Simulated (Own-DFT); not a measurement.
# Strain and stress in wurtzite AlGaN with randomly placed atoms, 128 atoms (Al48Ga16N64)

All numbers below are calculated, not measured. The program, named Own-DFT, is a retired in-house plane-wave density functional code that no person has reviewed. Each row is one single-point run on a periodic cell that was not relaxed, without spin or spin-orbit coupling.

Settings of every run: PBE; PseudoDojo norm-conserving scalar-relativistic files (stringent for Ga); cutoff 96 hartree; 3 x 3 x 3 k mesh centred on Gamma; Gaussian smearing of 0.01 eV.

Known limits: k mesh not checked against a denser one; stress not checked against mesh or cutoff.

Unstrained cell vectors in Å: (12.525, 0.000, 0.000); (-6.263, 10.847, 0.000); (0.000, 0.000, 10.066). The unstrained cell has measured lattice constants (interpolated for alloys), not those of this functional. That, the random moves and any unrelaxed bonds set the pressure at no strain. Each run strains this cell uniformly, with the atoms carried along. Every atom was also moved at random, by a Gaussian of width 0.05 Å on each axis. The random placing of the alloy's atoms differs from row to row. Strain is the symmetric tensor, in per cent. Stress is positive in tension, and the pressure is minus a third of its trace.

```
run  e_xx (%)  e_yy (%)  e_zz (%)  s_xx (GPa)  s_yy (GPa)  s_zz (GPa)  P (GPa)  E (meV/atom)
  1     -0.50     -0.50      0.00       -8.30      -11.36       -5.95     8.54          23.2
  2     -2.00     -2.00      0.00      -19.05      -19.27       -9.42    15.91          50.2
  3     -1.50     -1.50      0.00      -15.60      -15.52       -9.62    13.58          44.9
  4      0.25      0.25      0.00       -4.07       -5.82       -6.46     5.45          24.2
  5     -0.75     -0.75      0.00       -9.71      -11.28       -6.95     9.32          22.2
  6      0.75      0.75      0.00       -1.83       -2.25       -4.29     2.79           0.0
  7      2.75      2.75      0.00        8.50        6.71       -3.71    -3.83          17.6
  8      3.00      3.00      0.00        8.18        8.74       -2.34    -4.86          16.4
  9      0.50      0.50      0.00           ?           ?           ?        ?             ?
```

E is the free energy for each atom above the lowest run shown.

## Worked fit

The change of volume is close to e_xx + e_yy + e_zz. A straight line through the runs shown gives P = 6.94 - 202 x (fractional change of volume) GPa, with an error of 8 on the slope and a scatter of 0.80 GPa. The strain isn't the same on all axes and the cell isn't cubic, so the slope belongs to this path and is not the bulk modulus.

## Withheld run

Question: what pressure should run 9 give? Its volume changes by 1.00 %.

The line gives 4.9 GPa. The calculation gave 4.26 GPa.
